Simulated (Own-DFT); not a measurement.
Al₃₂O₄₇ (corundum with one vacancy, atoms displaced), Al₁₆O₂₃ (corundum with two vacancies, strained, atoms displaced) (calculated)

All values are calculated (Own-DFT development build). A calculation, not a measurement: plane-wave PBE density functional theory by an unreviewed code, no spin, of a simulated periodic cell, stress positive in tension, free energy of the whole cell less one offset for each atom, defect cell not probed for a lower state with spin; oxygen file: force components 24 meV/angstrom off all-electron in one glass; forces on such cells passed a denser k mesh, this cell's mesh not checked; offsets are fitted by least squares, one for each functional and potential file, so energies compare only between cells with the same atoms and settings and are not formation energies; the far tail of each file's local potential was reset to the Coulomb form; each entry is a single point on an unrelaxed cell, so the pressure reflects the starting lattice, mostly measured values, from which strain is counted, and rises with the displacements; printed positions are rounded, which can move forces by about a meV/angstrom; the program is a retired in-house code; no spin-orbit coupling; before rounding, a Quantum ESPRESSO 7.3.1 run of the same cell and cutoff gave forces within 1 meV/angstrom rms on each cell, which checks the program and not the settings.

Common to all runs: functional PBE; potential files PseudoDojo norm-conserving, scalar-relativistic, standard set; wave cutoff 72 hartree; occupations Fermi-Dirac; smearing width 0.1 eV; k mesh 3 x 3 x 3 centred on Gamma.

(1) Al₃₂O₄₇ (corundum with one vacancy, atoms displaced)

```
Al32O47
1.0
      5.4940     0.0000     8.6604
     -2.7470     4.7579     8.6604
     -2.7470    -4.7579     8.6604
Al O Al O Al O Al O Al O Al O Al O Al O
4 6 4 6 4 6 4 6 4 6 4 6 4 5 4 6
Direct
  0.18034 0.16947 0.16817
  0.31613 0.30839 0.34221
  0.43568 0.42941 0.43683
  0.05943 0.09044 0.07516
  0.27510 0.46869 0.11973
  0.45989 0.13145 0.28612
  0.12698 0.27806 0.46873
  0.22048 0.02176 0.36267
  0.02887 0.37754 0.22306
  0.37507 0.22881 0.01717
  0.18649 0.17421 0.66207
  0.29796 0.33158 0.84101
  0.42230 0.43281 0.92128
  0.08812 0.06556 0.57734
  0.27643 0.48898 0.61372
  0.49210 0.13239 0.75337
  0.13343 0.27294 0.97109
  0.22087 0.01610 0.89193
  0.03933 0.37016 0.71626
  0.38693 0.20423 0.52689
  0.17645 0.67992 0.18754
  0.33773 0.80553 0.33692
  0.41032 0.93330 0.43568
  0.07275 0.58307 0.07154
  0.27073 0.97371 0.13633
  0.48115 0.61964 0.27772
  0.12494 0.76698 0.48059
  0.22624 0.54748 0.34730
  0.02264 0.87963 0.22401
  0.38066 0.71113 0.03152
  0.18295 0.68152 0.67095
  0.31963 0.84468 0.81946
  0.43001 0.92783 0.93918
  0.07363 0.57611 0.56888
  0.28141 0.98801 0.60314
  0.45734 0.61815 0.80389
  0.12264 0.77732 0.99741
  0.23186 0.53044 0.86340
  0.02324 0.87945 0.71133
  0.36112 0.73555 0.51924
  0.67557 0.16423 0.18910
  0.81755 0.33611 0.32203
  0.93394 0.42585 0.43894
  0.56579 0.08401 0.06865
  0.79189 0.47986 0.12344
  0.96713 0.12703 0.27842
  0.62264 0.26859 0.47505
  0.73658 0.03086 0.36546
  0.53635 0.37601 0.21682
  0.87626 0.22083 0.03071
  0.67994 0.17169 0.66994
  0.80976 0.33571 0.82950
  0.91709 0.41254 0.95454
  0.57658 0.07446 0.56314
  0.77325 0.47125 0.62254
  0.98514 0.12604 0.77565
  0.61976 0.27636 0.98180
  0.71074 0.02807 0.89640
  0.53246 0.36546 0.71074
  0.87490 0.21628 0.53774
  0.69037 0.66507 0.16972
  0.83360 0.80503 0.34033
  0.91793 0.91613 0.42871
  0.57628 0.58914 0.05819
  0.77946 0.97284 0.11992
  0.97535 0.61502 0.27248
  0.62456 0.78012 0.46813
  0.52536 0.87565 0.22198
  0.87896 0.71736 0.03193
  0.67068 0.66262 0.69211
  0.83165 0.80418 0.82982
  0.93419 0.93554 0.91438
  0.58946 0.58071 0.57678
  0.78066 0.98010 0.62152
  0.97614 0.61477 0.77995
  0.60815 0.79657 0.97499
  0.72602 0.53681 0.85739
  0.51702 0.87328 0.74087
  0.86877 0.72809 0.52762
```

- free energy of cell above offsets: -42.036 eV
- pressure: 14.28 GPa
- stress xx: -14.49 GPa
- stress yy: -15.1 GPa
- stress zz: -13.24 GPa
- stress yz: 2.33 GPa
- stress xz: -1.3 GPa
- stress xy: 1.52 GPa

Force:
```csv
element,x (eV/Å),y (eV/Å),z (eV/Å)
Al,-1.703,-1.185,2.215
Al,1.893,5.884,1.754
Al,0.814,1.127,-1.946
Al,2.953,-3.553,-0.122
O,-0.052,-1.107,0.849
O,2.042,-1.075,-1.109
O,-0.719,-1.376,0.335
O,-1.638,-1.251,3.52
O,0.359,-0.299,-1.079
O,-0.682,-0.86,-0.368
Al,-2.8,-1.232,2.514
Al,6.372,3.751,1.794
Al,0.086,-3.079,-1.218
Al,-2.512,2.403,-4.254
O,0.255,-2.416,-0.511
O,-3.891,-3.318,-1.754
O,-3.603,-1.023,-2.665
O,-0.423,2.559,0.022
O,-0.538,0.395,-0.453
O,-2.281,1.529,-0.591
Al,1.175,6.557,-3.878
Al,-0.914,4.045,-2.379
Al,5.847,2.975,-3.438
Al,1.504,-1.804,0.423
O,1.821,0.279,-1.553
O,0.418,0.376,-0.021
O,-0.778,1.669,-0.82
O,-0.437,-9.424,3.503
O,0.178,-0.743,0.071
O,-0.735,0.983,0.68
Al,-0.907,-0.72,-1.896
Al,-0.083,-3.771,0.11
Al,-3.497,3.146,-2.287
Al,0.951,-0.585,1.17
O,-2.13,-4.266,2.528
O,2.133,4.813,1.028
O,0.566,3.43,-2.613
O,-1.899,0.309,-0.03
O,0.011,-1.183,2.074
O,1.456,-2.83,4.717
Al,-0.407,2.092,-1.325
Al,0.959,-2.977,1.906
Al,1.167,1.153,-4.512
Al,-0.441,-2.197,0.938
O,-0.369,0.794,-2.739
O,-0.438,0.951,-0.023
O,1.678,2.359,1.02
O,-1.782,-1.819,-0.964
O,0.317,-0.195,0.495
O,-1.656,1.897,-0.565
Al,-0.34,-0.811,1.387
Al,2.121,-2.106,-0.626
Al,2.76,3.119,-0.501
Al,0.324,-1.88,2.231
O,-0.256,-1.5,3.222
O,-0.166,0.188,-0.615
O,0.454,1.599,0.294
O,3.903,2.28,-2.101
O,-1.696,1.71,3.128
O,0.724,0.917,1.019
Al,-3.66,-0.205,3.236
Al,0.274,3.776,-3.02
Al,1.011,1.585,4.642
Al,-1.484,-2.662,-0.986
O,-0.632,-1.174,1.576
O,-2.592,-0.638,2.71
O,-1.124,-0.99,1.065
O,0.496,-0.148,0.482
O,0.453,1.67,-0.867
Al,-2.034,5.29,-0.122
Al,-1.334,2.406,1.077
Al,-2.336,-2.118,-0.325
Al,-1.013,0.072,-6.379
O,1.623,-1.981,-1.671
O,-1.029,-1.017,-0.249
O,5.402,-2.973,1.518
O,0.051,-4.638,3.122
O,2.489,1.533,-1.147
O,-0.029,-2.492,-0.654
```

(2) Al₁₆O₂₃ (corundum with two vacancies, strained, atoms displaced)

```
Al16O23
1.0
      5.4215    -0.0417     8.8271
     -2.6286     4.5965     8.7521
     -2.7451    -4.8816     8.8718
Al O Al O Al O Al O Al O Al O Al O Al O
4 6 4 5 4 6 4 6 4 6 4 6 4 6 4 5
Direct
  0.18590 0.18344 0.16633
  0.33357 0.31802 0.31762
  0.42561 0.42881 0.43250
  0.07486 0.07653 0.06327
  0.26974 0.46748 0.13365
  0.47003 0.13755 0.27303
  0.12591 0.28538 0.46019
  0.21383 0.03075 0.37497
  0.03203 0.37482 0.22688
  0.38188 0.22255 0.02420
  0.17575 0.17554 0.67241
  0.31832 0.32140 0.82640
  0.42783 0.43345 0.92194
  0.07238 0.07553 0.56958
  0.27768 0.46363 0.62547
  0.12791 0.26493 0.97040
  0.23078 0.02902 0.87694
  0.03225 0.38657 0.70885
  0.37552 0.21017 0.53507
  0.18162 0.67573 0.16551
  0.32331 0.82161 0.32146
  0.42899 0.93180 0.42161
  0.06982 0.56676 0.07670
  0.28389 0.96710 0.12603
  0.46449 0.62431 0.28755
  0.12305 0.77600 0.46607
  0.21480 0.53201 0.37591
  0.02402 0.87749 0.22179
  0.37973 0.72030 0.02789
  0.17318 0.68499 0.66516
  0.31647 0.83443 0.82614
  0.43214 0.90894 0.93069
  0.08173 0.56334 0.57622
  0.27487 0.97783 0.62150
  0.46296 0.63456 0.77255
  0.12101 0.77298 0.97611
  0.21977 0.52523 0.87773
  0.02656 0.86306 0.73147
  0.36742 0.73398 0.52276
  0.67285 0.17007 0.18831
  0.82007 0.32543 0.32046
  0.92909 0.42181 0.42680
  0.57784 0.08233 0.07007
  0.78437 0.47082 0.13029
  0.96360 0.11953 0.29301
  0.63082 0.27079 0.47058
  0.72513 0.02923 0.37582
  0.52683 0.38001 0.22065
  0.86425 0.22873 0.02801
  0.67645 0.18342 0.66878
  0.82811 0.31549 0.83344
  0.92900 0.42131 0.92062
  0.56735 0.07191 0.57950
  0.78536 0.46109 0.62609
  0.96936 0.13404 0.78240
  0.62606 0.27642 0.96283
  0.72239 0.02793 0.87237
  0.53462 0.37914 0.71733
  0.87720 0.21570 0.52179
  0.67724 0.66318 0.18409
  0.81649 0.83490 0.31885
  0.92734 0.92961 0.42203
  0.58898 0.56758 0.07090
  0.77833 0.97735 0.11769
  0.95898 0.63273 0.27537
  0.62890 0.78291 0.47511
  0.72590 0.52602 0.36995
  0.54097 0.86491 0.22085
  0.86948 0.73446 0.01856
  0.67373 0.67179 0.67811
  0.82231 0.82484 0.82608
  0.92858 0.91956 0.92884
  0.57409 0.57475 0.56907
  0.97381 0.63099 0.77615
  0.62667 0.76129 0.98087
  0.71186 0.52278 0.87795
  0.53698 0.88114 0.70667
  0.86801 0.72618 0.52833
```

- free energy of cell above offsets: -48.746 eV
- pressure: 10.12 GPa
- stress xx: -15.33 GPa
- stress yy: -13.07 GPa
- stress zz: -1.98 GPa
- stress yz: -4.94 GPa
- stress xz: 1.01 GPa
- stress xy: 4.87 GPa

Force:
```csv
element,x (eV/Å),y (eV/Å),z (eV/Å)
Al,-0.455,-1.948,-1.045
Al,-4.414,1.407,2.229
Al,0.799,0.051,-1.925
Al,-0.791,-2.477,1.155
O,1.326,1.17,0.203
O,2.698,-2.181,-1.922
O,0.527,-1.769,0.538
O,1.146,0.488,0.536
O,0.483,-0.257,-1.916
O,-0.59,-0.112,-0.242
Al,-0.187,0.856,0.139
Al,1.877,-0.065,0.399
Al,-0.3,-0.24,-1.126
Al,-0.05,-0.634,-0.228
O,-0.605,-0.015,1.355
O,-1.483,0.767,0.864
O,0.044,0.861,-2.376
O,-0.654,-4.197,-1.415
O,-0.203,1.572,0.076
Al,-1.653,-1.638,0.228
Al,-1.138,0.751,1.131
Al,0.151,-0.552,-1.06
Al,-0.737,1.28,1.051
O,-0.244,0.451,-0.184
O,1.718,-0.05,-0.149
O,0.571,-0.584,1.266
O,1.39,-0.039,-0.241
O,0.917,0.952,-0.31
O,0.194,-0.073,-0.955
Al,0.333,-1.266,-0.266
Al,1.088,-0.176,-0.96
Al,-0.356,1.913,1.877
Al,-1.535,4.063,0.351
O,-0.158,-0.578,0.073
O,0.11,-0.031,0.7
O,0.954,0.969,1.281
O,0.367,0.297,-0.621
O,-0.06,2.672,1.97
O,1.07,-1.022,0.278
Al,0.327,1.379,0.269
Al,0.973,-2.067,1.245
Al,-0.771,1.136,0.093
Al,1.056,-0.567,-1.76
O,0.982,0.846,-2.093
O,1.244,2.928,0.347
O,-1.384,0.7,-0.205
O,-0.857,0.865,-0.951
O,0.465,-0.67,-0.097
O,1.313,-0.497,1.081
Al,0.121,-1.954,-1.04
Al,-2.154,2.04,-0.952
Al,-0.273,1.175,1.176
Al,1.25,0.749,2.4
O,-0.982,0.335,0.176
O,2.606,-1.418,-1.568
O,-0.557,0.116,1.282
O,-0.596,0.605,0.498
O,-0.623,0.068,-0.615
O,-0.158,-0.042,1.152
Al,-0.292,2.356,0.906
Al,1.672,-1.751,0.825
Al,-0.834,-2.189,-1.079
Al,-1.55,-0.716,-0.943
O,-0.699,-0.611,0.944
O,0.517,-0.116,0.024
O,-1.259,0.32,-2.238
O,-0.866,-0.981,0.401
O,-1.708,0.899,0.997
O,0.472,-2.8,-0.05
Al,1.151,0.976,-0.024
Al,-1.001,1.257,-0.264
Al,-0.516,1.116,-0.898
Al,-0.059,0.406,0.751
O,0.553,-1.67,-1.694
O,0.14,1.066,0.466
O,0.652,0.223,1.108
O,-1.436,-3.339,-1.044
O,0.93,-0.787,0.614
```

(3) Al₃₂O₄₇ (corundum with one vacancy, atoms displaced)

```
Al32O47
1.0
      5.4940     0.0000     8.6604
     -2.7470     4.7579     8.6604
     -2.7470    -4.7579     8.6604
Al O Al O Al O Al O Al O Al O Al O Al O
4 6 4 6 4 6 4 6 4 6 4 5 4 6 4 6
Direct
  0.18980 0.18472 0.17667
  0.31339 0.32464 0.34534
  0.41502 0.42440 0.42818
  0.05472 0.06429 0.08640
  0.29418 0.46465 0.12259
  0.48938 0.12178 0.26859
  0.13752 0.27452 0.48064
  0.22631 0.02258 0.36874
  0.02212 0.38231 0.21912
  0.37772 0.23425 0.02046
  0.18614 0.16744 0.66062
  0.30585 0.33940 0.84347
  0.41407 0.43727 0.93904
  0.07753 0.08488 0.56301
  0.27097 0.46198 0.63435
  0.46193 0.14205 0.77985
  0.13497 0.27691 0.97118
  0.22126 0.04816 0.86743
  0.03152 0.38080 0.71647
  0.38861 0.22462 0.51526
  0.17035 0.66082 0.18094
  0.31430 0.82844 0.33000
  0.41991 0.93050 0.43885
  0.08734 0.56649 0.07310
  0.28403 0.96670 0.13965
  0.46423 0.62323 0.26992
  0.14308 0.77642 0.45684
  0.20997 0.54561 0.37259
  0.03093 0.88002 0.22228
  0.38775 0.71699 0.02218
  0.15294 0.69229 0.67228
  0.33275 0.83358 0.80913
  0.42030 0.93670 0.92091
  0.08571 0.57664 0.57876
  0.27210 0.97504 0.62476
  0.46731 0.62296 0.78812
  0.13088 0.76273 0.97019
  0.21588 0.53793 0.86474
  0.01745 0.87812 0.72129
  0.38705 0.71316 0.51664
  0.68498 0.16309 0.18689
  0.82472 0.32225 0.32490
  0.90626 0.44467 0.42792
  0.58207 0.08177 0.08314
  0.75311 0.48539 0.12811
  0.97870 0.10764 0.28102
  0.63447 0.25876 0.47880
  0.72136 0.01730 0.38914
  0.53616 0.36593 0.23220
  0.87610 0.21130 0.02750
  0.68023 0.17671 0.68200
  0.82043 0.34034 0.81897
  0.92093 0.43654 0.92480
  0.57687 0.07905 0.57189
  0.98191 0.13533 0.75918
  0.61448 0.29198 0.96478
  0.70885 0.03681 0.87184
  0.52239 0.36594 0.73352
  0.87098 0.22856 0.53331
  0.68185 0.66212 0.16915
  0.82988 0.83398 0.31661
  0.92644 0.92870 0.41828
  0.56037 0.58883 0.07604
  0.77976 0.97531 0.12185
  0.96068 0.63998 0.28295
  0.63201 0.78572 0.46478
  0.73169 0.51497 0.37055
  0.53302 0.87580 0.21841
  0.87740 0.70386 0.02400
  0.66750 0.69609 0.66624
  0.83357 0.84073 0.81415
  0.91798 0.93239 0.93139
  0.57651 0.57187 0.57485
  0.78336 0.98289 0.61306
  0.97837 0.62523 0.77578
  0.62041 0.76642 0.97909
  0.71939 0.52345 0.88373
  0.54933 0.87085 0.72082
  0.88980 0.71290 0.53259
```

* free energy of cell above offsets: -43.518 eV
* pressure: 13.32 GPa
* stress xx: -12.32 GPa
* stress yy: -13.01 GPa
* stress zz: -14.65 GPa
* stress yz: -0.35 GPa
* stress xz: -0.43 GPa
* stress xy: -0.72 GPa

Force:
```csv
element,x (eV/Å),y (eV/Å),z (eV/Å)
Al,0.779,0.007,-3.735
Al,4.28,3.478,0.45
Al,1.434,0.907,3.228
Al,2.491,4.293,4.383
O,-4.983,-2.149,1.251
O,-3.283,-1.742,0.967
O,-1.172,2.138,-3.916
O,-2.473,-0.734,3.704
O,1.109,-0.92,1.1
O,-1.183,-1.859,1.334
Al,-3.444,-1.197,5.23
Al,4.332,1.461,-1.911
Al,5.021,1.489,-2.869
Al,-1.57,-0.57,-1.777
O,0.852,1.303,0.604
O,1.37,-1.449,-1.612
O,-3.63,-1.158,-1.262
O,1.29,-1.417,-2.058
O,-0.341,-0.802,-0.691
O,-1.645,-2.396,-1.709
Al,0.665,2.292,3.019
Al,5.432,0.888,1.167
Al,4.113,1.512,-3.027
Al,-1.735,1.45,-2.832
O,0.431,3.169,-2.336
O,-1.754,-1.457,2.129
O,-4.337,-2.526,-1.409
O,1.725,-1.72,-0.929
O,0.644,-3.021,-3.648
O,-4.133,2.231,-3.256
Al,3.845,-1.111,1.637
Al,-0.99,-3.38,0.96
Al,-0.397,-1.089,2.822
Al,-0.741,-0.343,-2.863
O,1.149,-0.875,0.208
O,0.533,2.712,0.317
O,-1.041,1.381,1.389
O,-0.851,-0.457,2.115
O,1.188,2.035,3.056
O,-1.837,-0.389,1.297
Al,-2.319,2.383,1.212
Al,-0.064,-0.77,-1.687
Al,-0.199,-1.346,0.707
Al,-0.375,1.035,-4.967
O,4.883,-2.807,-0.219
O,-1.714,2.915,1.793
O,-0.884,2.862,0.87
O,1.184,1.449,-1.416
O,-0.338,0.661,-1.354
O,-0.654,0.482,0.209
Al,-1.938,1.989,-2.381
Al,0.321,0.18,-0.607
Al,0.597,-0.716,-0.046
Al,-0.393,-0.862,2.186
O,-1.344,-2.4,-0.752
O,2.132,-1.106,1.438
O,1.382,-2.988,2.741
O,0.218,2.962,1.774
O,1.784,0.429,0.48
Al,-3.244,1.652,1.774
Al,-0.709,-1.673,0.129
Al,-0.201,-2.932,1.278
Al,2.484,-2.173,-0.589
O,0.851,-0.37,0.825
O,2.322,-0.667,-1.645
O,-1.098,-0.825,-0.242
O,-2.197,0.918,0.441
O,0.395,-0.128,0.82
O,0.207,1.076,2.639
Al,3.532,-2.604,0.329
Al,-2.892,-2.292,-4.02
Al,1.899,0.75,-0.843
Al,-0.149,-1.186,-1.314
O,0.562,-2.216,0.599
O,-1.449,0.71,-0.135
O,0.364,3.546,1.634
O,0.492,1.34,-0.548
O,-3.105,1.477,-0.795
O,-1.482,1.26,-0.843
```
